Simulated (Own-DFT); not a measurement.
# Shaking the atoms of beta-Si3N4, 42 atoms (N24Si18)

These are calculations, not measurements. The program, named Own-DFT, is a retired in-house plane-wave density functional code that no person has reviewed. Each row is one single-point run on a periodic cell that was not relaxed, without spin or spin-orbit coupling.

Settings of every run: PBE; PseudoDojo norm-conserving scalar-relativistic files; cutoff 42 hartree; 3 x 3 x 3 k mesh centred on Gamma; Fermi-Dirac smearing of 0.1 eV.

Known limits, some of them of some rows only: some atoms lie very close together; forces on such cells passed a denser k mesh, each cell not checked; stress not checked against mesh or cutoff.

Cell vectors in Å: (7.606, 0.000, 0.000); (-3.803, 6.587, 0.000); (0.000, 0.000, 8.727). In each run every atom was moved at random and independently from its ideal site; u is the rms move along one axis. E is the free energy for each atom above the fitted value at u = 0, and F the rms of the force components.

| run | u (Å) | E (meV/atom) | F (eV/Å) | largest force (eV/Å) | P (GPa) |
|---|---|---|---|---|---|
| 1 | 0.0171 | 13.4 | 0.693 | 2.22 | 5.30 |
| 2 | 0.0205 | ? | ? | ? | ? |
| 3 | 0.0510 | 128.2 | 2.011 | 5.34 | 8.33 |
| 4 | 0.0520 | 129.3 | 2.219 | 10.79 | 8.26 |
| 5 | 0.1048 | 529.1 | 5.249 | 27.97 | 19.38 |
| 6 | 0.1077 | 518.0 | 4.726 | 24.45 | 19.73 |
| 7 | 0.1371 | 818.9 | 7.426 | 48.62 | 23.71 |

## Worked fit

For small independent moves the energy grows as E = (3/2) K u², with K the mean stiffness felt by one atom. The runs with u up to 0.11 Å give K = 31.5 ± 0.8 eV/Å², with residuals divided by u² + 0.0006 Å², since the noise grows with the moves. The scatter is 5.7 meV/atom at u = 0.05 Å. The forces follow F = G u with G = 43.5 eV/Å²; no force at u = 0 is resolved. G exceeds K because the moves of its neighbours add to the force on an atom, and stiffness differs between atoms. The pressure follows P = 4.88 + 1298 u² GPa: at fixed volume, shortened bonds push harder than stretched ones pull.

## Withheld run

Question: what energy and rms force should run 2 give?

The fit gives 20 ± 2 meV/atom and about 0.89 eV/Å. The calculation gave 18.9 meV/atom and 0.823 eV/Å.
